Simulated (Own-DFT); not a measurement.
# Energy and forces against displacement in beta-Si3N4, 112 atoms (N64Si48)

All numbers below are calculated, not measured. The program, named Own-DFT, is a retired in-house plane-wave density functional code that no person has reviewed. Each row is one single-point run on a periodic cell that was not relaxed, without spin or spin-orbit coupling.

Settings of every run: PBEsol; PseudoDojo norm-conserving scalar-relativistic files, made for PBE; cutoff 42 hartree; 2 x 2 x 4 k mesh centred on Gamma; Fermi-Dirac smearing of 0.1 eV.

Known limits, some of them of some rows only: some atoms lie very close together; forces on such cells moved up to 12 meV/angstrom on a denser k mesh; stress not checked against mesh or cutoff.

Cell vectors in Å: (15.212, 0.000, 0.000); (-7.606, 13.174, 0.000); (0.000, 0.000, 5.818). In each run every atom was moved at random and independently from its ideal site; u is the rms move along one axis. E is the free energy for each atom above the fitted value at u = 0, and F the rms of the force components.

```
run,u (Å),E (meV/atom),F (eV/Å),largest force (eV/Å),P (GPa)
1,0.0187,15.4,0.896,3.10,3.12
2,0.0197,?,?,?,?
3,0.0484,99.0,1.935,8.41,5.38
4,0.0533,144.6,2.573,12.93,6.68
5,0.0954,400.2,4.269,23.54,13.70
6,0.0981,447.0,4.217,16.44,14.08
7,0.1067,485.6,4.746,21.47,15.06
8,0.1556,967.7,7.858,53.45,25.80
```

## Worked fit

For small independent moves the energy grows as E = (3/2) K u², with K the mean stiffness felt by one atom. The runs with u up to 0.11 Å give K = 30.1 ± 1.1 eV/Å², with residuals divided by u² + 0.0006 Å², since the noise grows with the moves. The scatter is 9.4 meV/atom at u = 0.05 Å. The forces follow F = G u with G = 44.8 eV/Å²; no force at u = 0 is resolved. G exceeds K because the moves of its neighbours add to the force on an atom, and stiffness differs between atoms. At u = 0.156 Å the parabola gives 1093 meV/atom and the run 968. The pressure follows P = 3.03 + 1118 u² GPa: at fixed volume, shortened bonds push harder than stretched ones pull.

## Withheld run

Question: what energy and rms force should run 2 give?

The fit gives 17 ± 3 meV/atom and about 0.88 eV/Å. The calculation gave 12.2 meV/atom and 0.798 eV/Å.
